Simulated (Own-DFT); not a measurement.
GaP (zincblende, strained, atoms displaced), SiC (4H silicon carbide, strained, atoms displaced), SiC (4H silicon carbide, atoms displaced) (calculated)

A calculation, not a measurement: plane-wave PBE density functional theory by an unreviewed code, no spin, of a simulated periodic cell, stress positive in tension, free energy of the whole cell less one offset for each atom, forces on such cells passed a denser k mesh, this cell's mesh not checked; offsets are fitted by least squares, one for each functional and potential file, so energies compare only between cells with the same atoms and settings and are not formation energies; the far tail of each file's local potential was reset to the Coulomb form; each entry is a single point on an unrelaxed cell, so the pressure reflects the starting lattice, mostly measured values (interpolated for alloys), from which strain is counted, and rises with the displacements; printed positions are rounded, which can move forces by about a meV/angstrom; the program, named Own-DFT, is a retired in-house code; no spin-orbit coupling. Program: Own-DFT development build.

Settings shared by all entries: functional PBE; potential files PseudoDojo norm-conserving, scalar-relativistic, standard set; wave cutoff 42 hartree; occupations Fermi-Dirac; smearing width 0.1 eV.

(1) 
```xyz
64
Lattice="10.8620 0.0000 0.0000 0.0000 10.8620 0.0000 0.0000 0.0000 10.9439" Properties=species:S:1:pos:R:3:force_x:R:1:force_y:R:1:force_z:R:1 formula=GaP hardware=one_NVIDIA_H100 k_mesh=3_x_3_x_3_centred_on_Gamma free_energy_of_cell_above_offsets=-35.169 pressure=3.09 stress_xx=-3.28 stress_yy=-3.27 stress_zz=-2.72 stress_yz=-0.05 stress_xz=-0.09 stress_xy=-0.16 wall_time=518.9
Ga     0.0613    10.8538     0.0428     -0.507      0.119     -0.172
Ga     0.0416     2.7364     2.6772     -0.008     -0.381      0.468
Ga     2.7196     0.0001     2.7325      0.102     -0.018      0.452
Ga     2.6483     2.7524     0.0902       1.04      0.147     -1.326
P      1.4363     1.3502     1.3386      -1.01     -0.152      0.825
P      1.3916     4.0809     4.0808     -0.124     -0.137      0.471
P      4.0681     1.4173     4.0818      -0.22     -0.739      0.248
P      4.0840     4.1007     1.3352     -0.277     -0.494      0.719
Ga     0.0147     0.0332     5.5088     -0.286      -0.57     -0.418
Ga    10.8076     2.7318     8.1918      0.479     -0.411      0.214
Ga     2.7111     0.0155     8.2514      0.398     -0.093     -0.155
Ga     2.7500     2.7072     5.5209     -0.278      0.152     -0.152
P      1.3746     1.3189     6.8508     -0.094      0.761      0.293
P      1.3451     4.0776     9.5673     -0.267     -0.295      0.222
P      4.0932     1.3111     9.6318     -0.444      1.113     -0.273
P      4.1206     4.0577     6.8721     -0.673      0.203     -0.065
Ga    10.8444     5.4291     0.0151      0.132      0.089     -0.068
Ga     0.0439     8.1461     2.7162     -0.171      -0.02      0.771
Ga     2.7239     5.4284     2.7152      0.256     -0.006      0.182
Ga     2.7155     8.1540    10.9265      0.148     -0.284      0.202
P      1.3556     6.7756     1.4202      0.092      0.057     -0.875
P      1.3919     9.4836     4.1325     -0.444      0.469     -0.247
P      4.0704     6.7824     4.0772     -0.015      0.019      0.516
P      4.0572     9.5650     1.3522      0.359     -0.463     -0.113
Ga     0.0223     5.4561     5.4803     -0.021     -0.089     -0.044
Ga     0.0029     8.1477     8.2410     -0.186      0.537      0.075
Ga     2.6879     5.3998     8.2131      0.125      0.264     -0.303
Ga     2.6734     8.1203     5.4967      0.984      0.341     -0.139
P      1.3364     6.8700     6.8684      0.175     -1.082      0.046
P      1.3662     9.5389     9.6038     -0.098     -0.542      -0.26
P      4.0689     6.7133     9.5765       0.06       0.55      0.155
P      4.0887     9.5614     6.8340      -0.28     -0.615      0.039
Ga     5.4839     0.0407     0.0016     -0.079     -0.499      0.089
Ga     5.4076     2.7140     2.7644       0.12      0.322     -0.611
Ga     8.1674     0.0402     2.7374     -0.345     -0.283      -0.09
Ga     8.2096     2.7280     0.0067     -0.561     -0.296     -0.165
P      6.7723     1.3986     1.3638      0.487     -0.029      0.235
P      6.7491     4.0675     4.0767      0.829      0.113      0.311
P      9.5062     1.3702     4.0906      0.561      0.163      0.079
P      9.4969     4.0556     1.3816      0.217      0.478          0
Ga     5.4256    10.8342     5.3811      -0.03      0.558      0.616
Ga     5.4415     2.7423     8.2310     -0.086     -0.748      0.269
Ga     8.1414     0.0497     8.1981     -0.101       -0.5       0.07
Ga     8.1758     2.6949     5.4923     -0.547      0.193     -0.257
P      6.7730     1.3570     6.8520     -0.149      0.046     -0.452
P      6.7999     4.0411     9.5851      0.238      0.487      0.272
P      9.5072     1.3235     9.5938      0.365      0.175      0.127
P      9.4972     4.0789     6.8437      0.168      0.144     -0.368
Ga     5.4387     5.4094     0.0658      0.298       0.12     -0.927
Ga     5.4056     8.1803     2.7276      0.056     -0.093     -0.144
Ga     8.1911     5.4758     2.7452      -0.65     -0.331     -0.022
Ga     8.1597     8.1757     0.0075      0.178     -0.193     -0.228
P      6.7804     6.7913     1.3421      0.299      0.305      0.457
P      6.7948     9.4936     4.1138      0.274      0.009     -0.565
P      9.4826     6.8118     4.1314      0.738     -0.124     -0.375
P      9.5607     9.4976     1.4169     -0.423       0.25     -0.406
Ga     5.4256     5.3887     5.4853      0.177      0.576     -0.169
Ga     5.4229     8.1220     8.2078     -0.133      0.253      0.095
Ga     8.1903     5.4189     8.2289     -0.763     -0.169      -0.24
Ga     8.1517     8.1290     5.4479     -0.277      0.294      0.637
P      6.8033     6.7904     6.8656     -0.003     -0.305     -0.295
P      6.7980     9.5136     9.5767      0.011     -0.037     -0.064
P      9.5156     6.7532     9.5219      0.059      0.535      1.009
P      9.4888     9.4970     6.8623      0.131      0.155     -0.177
```

Units: free_energy_of_cell_above_offsets in eV; pressure, stress_xx, stress_yy, stress_zz, stress_yz, stress_xz, stress_xy in GPa; wall_time in s; force_x, force_y, force_z in eV/Å.

(2) 
```xyz
72
Lattice="9.4312 -0.0471 -0.1763 -4.7564 7.9863 0.2220 -0.1919 0.1683 10.0942" Properties=species:S:1:pos:R:3:force_x:R:1:force_y:R:1:force_z:R:1 formula=SiC hardware=one_NVIDIA_H100 k_mesh=4_x_4_x_3_centred_on_Gamma free_energy_of_cell_above_offsets=-4.662 pressure=2.13 stress_xx=4.02 stress_yy=-6.42 stress_zz=-3.98 stress_yz=5.82 stress_xz=-6.06 stress_xy=-3.74 wall_time=369.9
Si    -0.0433     0.1690     4.0526     -0.024       -2.5      0.762
Si    -0.0302     1.8149     1.4524     -1.118     -0.228      2.593
C     -0.0248     0.0804     0.9284      0.165      -2.43      0.514
C     -0.0592     1.8451     3.4422      0.495      1.375     -0.563
Si     7.7745     2.5762     3.9972      0.435      1.277      0.182
Si    -1.6657     4.3821     1.7187      0.838      0.322     -1.009
C      7.7145     2.5321     0.9307      2.207      2.349     -2.401
C     -1.6501     4.4286     3.5724     -1.307      0.161       0.56
Si     6.1460     5.3867     4.0262      1.669     -1.336      1.856
Si    -3.2477     7.0328     1.8133      0.461      1.973     -1.939
C      6.2119     5.2453     0.9668      0.027     -0.389     -1.002
C     -3.1596     7.1333     3.6301     -1.019      1.598      0.757
Si     3.1007     0.0933     4.0465      0.504     -1.716     -0.432
Si     3.1398     1.8318     1.6100     -1.331     -1.433     -3.187
C      3.0774     0.0410     0.8893      0.486     -1.062      1.016
C      3.0923     1.7987     3.3737     -0.077      1.197       2.68
Si     1.5355     2.7343     4.0658     -0.791     -0.616      1.082
Si     1.5579     4.4452     1.6370      -0.41     -0.431     -0.665
C      1.4573     2.6694     0.9022      2.599      0.348      1.629
C      1.5391     4.4948     3.5232     -0.996      0.063       -0.3
Si    -0.1845     5.3054     4.1204      2.582      1.186      1.928
Si    -0.1275     7.0190     1.7337       1.37      1.044     -1.367
C      0.0336     5.2351     0.9548      -2.24      1.038      2.498
C      0.0039     7.1445     3.6087     -3.348     -1.298     -0.745
Si     1.4527     7.9523     4.2132      1.924      1.655     -0.755
Si     6.2151     1.7709     1.4830     -0.348     -2.095      0.576
C      1.6411     7.9520     1.0572     -4.801      1.545     -1.149
C      6.2092     1.8379     3.3404      -0.52      -1.35      1.425
Si     4.6448     2.6876     4.0258      0.377      0.582      0.824
Si     4.6140     4.3411     1.5789      0.939      1.533      0.335
C      4.6878     2.6101     0.9063     -0.302      0.222      -0.79
C      4.6863     4.4722     3.5102     -2.143     -0.284     -1.152
Si     3.0415     5.4066     4.1762      0.728     -0.561     -0.658
Si     3.0323     7.1144     1.6139      3.006     -1.492      1.009
C      3.0937     5.2711     0.9908      0.592      0.506      0.084
C      3.0725     7.1427     3.5152     -0.016      0.414      0.157
Si     4.4824     8.0395     9.2314      0.819      0.208     -0.791
Si     4.6005     6.2171     6.6539     -1.495      1.665     -0.708
C      9.2780     0.1094     5.7665      0.738     -0.727      0.854
C      4.4533     6.3022     8.5505      2.268      -0.36     -0.093
Si    -3.3139     5.4547     9.2623     -1.695      0.763      1.223
Si     6.1194     3.5837     6.5782       1.09      1.221     -0.896
C     -3.2784     5.4343     6.1626      0.842     -0.064     -0.659
C      5.9896     3.6892     8.4087      2.869     -0.705      0.781
Si    -1.7603     2.8927     9.2514     -0.295     -1.869     -0.224
Si     7.7020     1.0549     6.4524      0.375     -6.648      1.602
C      7.7510     2.6534     5.9936     -1.108      4.711     -2.744
C      7.7425     0.8543     8.3557     -1.484      3.139     -0.142
Si     6.1245     0.1950     9.0087     -0.066      -2.32      0.255
Si     1.3800     6.2786     6.7387      1.493      0.168     -0.268
C      1.4248     8.0212     6.0277     -0.619      1.501      1.909
C      1.4164     6.2471     8.6072     -1.183      1.638      0.337
Si     3.0005     5.4119     9.2021     -1.669       0.51      0.333
Si     3.0206     3.6470     6.6884     -1.317     -0.008     -0.496
C      2.9543     5.3643     6.0127      0.702       0.84      1.004
C      2.9481     3.6916     8.5909      1.338     -1.435     -0.899
Si     4.6121     2.7598     9.0388     -3.197      0.121      1.782
Si     4.5090     1.0164     6.4986      1.568     -0.586       0.71
C      4.5639     2.8449     5.9766     -0.237     -2.294     -0.978
C      4.4152     1.0077     8.4780      3.169      0.218     -1.497
Si     2.9886     0.1456     9.1307     -1.588     -1.494      0.188
Si    -1.6452     6.3702     6.7045     -1.197     -3.237      1.669
C     -1.6901     8.0176     6.1416     -1.216      3.165     -0.448
C     -1.7691     6.2690     8.7179     -0.406      2.266     -1.576
Si    -0.2549     5.4762     9.2303      2.721     -0.679     -0.195
Si    -0.1662     3.5932     6.7512      1.146      1.312     -0.289
C     -0.1173     5.4390     6.1194     -1.154     -1.694     -1.269
C     -0.1748     3.7123     8.6462       0.05     -1.354     -0.545
Si     1.4916     2.7279     9.2027     -1.855      0.987     -1.218
Si     1.3984     1.0124     6.7062      0.045     -1.495     -2.823
C      1.4567     2.7022     6.0296      0.182      1.278     -0.313
C      1.4126     0.9694     8.4857     -0.248      0.091      2.074
```

Units: free_energy_of_cell_above_offsets in eV; pressure, stress_xx, stress_yy, stress_zz, stress_yz, stress_xz, stress_xy in GPa; wall_time in s; force_x, force_y, force_z in eV/Å.

(3) 
```xyz
128
Lattice="12.3308 0.0000 0.0000 -6.1654 10.6788 0.0000 0.0000 0.0000 10.0681" Properties=species:S:1:pos:R:3:force_x:R:1:force_y:R:1:force_z:R:1 formula=SiC hardware=one_NVIDIA_H200 k_mesh=3_x_3_x_3_centred_on_Gamma free_energy_of_cell_above_offsets=-18.659 pressure=3.8 stress_xx=-3.03 stress_yy=-2.96 stress_zz=-5.4 stress_yz=0.05 stress_xz=0.07 stress_xy=0.46 wall_time=525.3
Si     0.0200     0.0293     4.1111      0.097     -0.583       -0.6
Si    -0.0048     1.7589     1.5768      0.628      0.638     -0.415
C      0.0074     0.0097     0.8893        0.2     -0.132      1.981
C      0.0079     1.8006     3.4427      0.676     -0.952      0.417
Si    -1.4624     2.6160     4.1275       -2.3      1.685     -0.977
Si    -1.5314     4.4544     1.5658      0.221      0.284       0.51
C     -1.4780     2.7243     0.9357     -1.153     -1.399      0.085
C     -1.4833     4.4748     3.4432     -0.969     -0.875      0.788
Si    -3.0665     5.3604     4.0819      0.488     -1.454      0.024
Si    -3.0632     7.1363     1.5579      0.063      -0.27       0.18
C      9.2365     5.3293     0.9838      0.439      0.525     -0.876
C     -3.0575     7.0721     3.4381     -0.859      1.187      0.143
Si     7.6625     7.9378     4.0734      1.667      1.603      1.027
Si    -4.6409     9.7071     1.5591      0.689      2.726      0.378
C     -4.6217     8.0267     0.9365      0.169     -1.469      0.229
C     -4.6059     9.7927     3.4575     -1.103     -0.956     -0.323
Si    -3.0958    10.6548     4.0550      0.159      1.039      1.116
Si     3.1107     1.7747     1.6305     -0.092      0.007      -1.25
C     -3.0547    10.6594     0.9202      -0.93      0.254      0.442
C      3.1273     1.7962     3.4840     -1.665     -0.342      0.197
Si     1.5215     2.6954     4.0994      0.711     -0.208     -0.029
Si     1.5371     4.4296     1.5723      0.384      0.248     -0.034
C      1.5555     2.6521     0.9461      0.004       0.01      0.493
C      1.4877     4.4686     3.4554      1.704     -0.277      0.373
Si     0.0108     5.3496     4.1008     -0.312      0.682     -0.234
Si    -0.0219     7.0901     1.5645       0.52      0.648      0.542
C      0.0189     5.3366     0.9708     -0.379      0.022     -1.255
C      0.0262     7.1543     3.4694     -0.505     -0.175      0.192
Si    -1.5657     8.0145     4.0678      0.463      0.475      0.375
Si    -1.5088     9.8246     1.5207     -0.675     -0.141      1.095
C     -1.5170     8.0542     0.9488     -0.347     -0.876     -0.378
C     -1.5966     9.8161     3.4408      1.858     -0.526     -0.132
Si     6.2231     0.0154     4.0747     -2.205     -0.256      0.807
Si     6.2066     1.7841     1.5714     -1.161     -0.117     -0.039
C      6.1613     0.0155     0.8789      0.827     -0.332      2.687
C      6.1655     1.7639     3.4494      0.102      0.395      0.337
Si     4.6036     2.6935     4.0845      0.811     -0.519      0.156
Si     4.6449     4.4703     1.5852       0.03     -0.011     -0.935
C      4.6430     2.7066     0.9972      0.049     -0.734     -1.096
C      4.6267     4.4361     3.4212      0.346      1.014      1.469
Si     3.1091     5.3503     4.0826     -0.912     -0.945      0.703
Si     3.0978     7.1347     1.5570     -0.257     -0.076      0.397
C      3.1093     5.3552     0.9087     -0.504     -0.056      1.375
C      3.0513     7.0850     3.4962       0.98      1.118     -1.204
Si     1.5774     8.0519     4.0680     -0.826     -1.785       0.95
Si     1.5337     9.7280     1.6657      0.136      1.492     -2.504
C      1.5137     8.0206     0.9534      0.335     -0.712      0.122
C      1.5244     9.7666     3.4854      0.882      0.732      0.192
Si     9.2362     0.0015     4.1210      0.077        0.8     -1.041
Si     9.2619     1.8019     1.5697      -0.05     -0.103     -0.089
C      3.0927    10.6707     0.9347     -0.959      0.608      0.533
C      9.2044     1.8012     3.4580      1.138     -0.445      0.288
Si     7.6820     2.6554     4.1308      0.395       0.28     -1.509
Si     7.6964     4.4469     1.5597      0.052     -0.448      0.756
C      7.6795     2.6357     0.8968      1.051      0.897      1.071
C      7.7304     4.4296     3.5044     -0.719      0.635     -0.477
Si     6.1796     5.3777     4.1655     -0.079     -1.879     -1.622
Si     6.1905     7.1279     1.5979     -0.723     -0.234     -0.291
C      6.1886     5.3589     0.9350     -0.152      0.185     -0.041
C      6.1531     7.0905     3.5167     -0.507      0.553     -0.999
Si     4.6015     8.0152     4.0853     -0.018      0.448      0.051
Si     4.6152     9.8721     1.5456      0.426     -1.259      0.243
C      4.6390     8.0466     0.9597      0.102     -0.327      0.098
C      4.6237     9.8542     3.4439      0.033     -0.909      0.444
Si     0.0047     0.0603     9.1671      0.583     -1.458     -2.421
Si     6.1303     8.9186     6.5543      0.918     -0.758       1.33
C     -6.1449    10.6434     5.9712     -0.598      1.621     -0.251
C      6.1360     8.9123     8.4659      0.604     -0.077       0.84
Si    -4.6083     8.0158     9.1507     -0.697       0.35      -1.88
Si     7.6974     6.1761     6.6059      0.426      1.478     -0.264
C     -4.6244     8.0231     6.0009     -0.231     -1.009     -0.847
C      7.7784     6.2322     8.4541     -0.941      0.188      1.276
Si    -3.0456     5.3711     9.1494     -0.652     -1.528     -0.256
Si     9.2445     3.5767     6.6111     -0.447     -0.567     -0.102
C     -3.0710     5.3630     5.9842      -0.42     -0.677     -0.605
C      9.2438     3.5460     8.4953      0.013      0.045      0.595
Si    10.8098     2.6072     9.1263     -1.053      1.086     -0.189
Si    10.7658     0.9153     6.5279      0.517     -1.579      1.842
C     10.7522     2.6260     5.9894      0.835      1.628     -0.404
C     10.8431     0.8806     8.4917     -1.396     -0.052     -0.473
Si     9.2389     0.0288     9.1345      0.704     -0.626     -0.402
Si     3.0592     8.8869     6.6373      0.744      0.695     -0.121
C      9.1857     0.0622     5.9615      1.185      -1.73      0.381
C      3.0812     8.9167     8.5230     -0.323      -0.47      0.069
Si     4.6138     7.9776     9.1219      0.356      0.793      -0.31
Si     4.6466     6.1996     6.6043     -0.567      0.648     -0.018
C      4.6287     8.0038     5.9782     -0.501     -0.113      -0.37
C      4.5936     6.2024     8.4465      0.974      0.301      1.431
Si     6.2244     5.3615     9.1007     -0.817     -0.511     -0.057
Si     6.1817     3.5873     6.5520     -0.584     -2.484        1.4
C      6.1501     5.2724     6.0028      0.413      2.146     -0.332
C      6.1859     3.5369     8.4840     -0.594      0.799     -0.309
Si     7.6583     2.6473     9.1356      1.319     -0.121     -1.292
Si     7.6851     0.8539     6.6245     -0.463      1.152     -0.036
C      7.6829     2.6555     5.9280      0.299      0.091      1.832
C      7.7274     0.8545     8.4803     -1.007      0.557      0.755
Si    -0.0434    10.6615     9.1745      1.314     -0.156     -2.829
Si    -0.0043     8.8485     6.5685      0.585      0.676      0.339
C      0.0000    10.6598     6.0040      0.006     -0.255     -1.026
C      0.0488     8.8644     8.4467     -1.687      0.836      0.898
Si     1.4975     8.0216     9.1421      1.222     -0.002     -0.272
Si     1.5808     6.2492     6.6708     -0.673     -0.773     -2.266
C      1.6063     7.9694     5.9647     -1.399      0.709      -0.22
C      1.5044     6.2573     8.4542      0.387     -0.532      2.428
Si     3.0657     5.3746     9.1638      0.039     -1.028     -1.871
Si     3.0890     3.5350     6.6279     -0.715      0.448     -0.215
C      3.1030     5.3468     6.0326     -0.297     -0.705     -1.157
C      3.0786     3.5218     8.4946     -0.043      1.108       0.61
Si     4.6287     2.6560     9.1027       0.03       0.19      0.796
Si     4.6187     0.8650     6.5896     -0.012       0.48      0.221
C      4.5892     2.6821     5.9723      0.962     -0.354     -0.152
C      4.6341     0.8748     8.4950     -0.363      0.009      0.046
Si    -3.1062    10.6630     9.1189      0.484      0.947     -0.203
Si    -3.0524     8.8858     6.5951     -2.433      1.619      0.555
C      3.0556     0.0320     5.9938      0.411     -0.814       -0.8
C     -3.0853     8.9355     8.4723      0.046     -0.868      0.753
Si    -1.5492     8.0564     9.1330      0.449     -0.758     -0.803
Si    -1.5645     6.2160     6.6087      0.433      0.818      -0.02
C     -1.6063     8.0809     6.0241      2.202      -2.43     -1.788
C     -1.5610     6.2100     8.4871      0.563      1.057      0.516
Si    -0.0291     5.3287     9.1001      0.274      -0.08      0.434
Si    -0.0069     3.5482     6.6299      -0.59      0.115     -0.235
C     -0.0226     5.3365     5.9637      0.653      0.184      0.839
C     -0.0522     3.5224     8.5057      1.308      0.813      0.079
Si     1.5460     2.6848     9.1454     -0.112     -0.499     -0.483
Si     1.5518     0.9261     6.6214      -0.47      -1.44     -0.038
C      1.4853     2.6297     6.0077      0.847      1.498     -0.875
C      1.5661     0.9110     8.4736     -0.571     -0.038      1.018
```

Units: free_energy_of_cell_above_offsets in eV; pressure, stress_xx, stress_yy, stress_zz, stress_yz, stress_xz, stress_xy in GPa; wall_time in s; force_x, force_y, force_z in eV/Å.
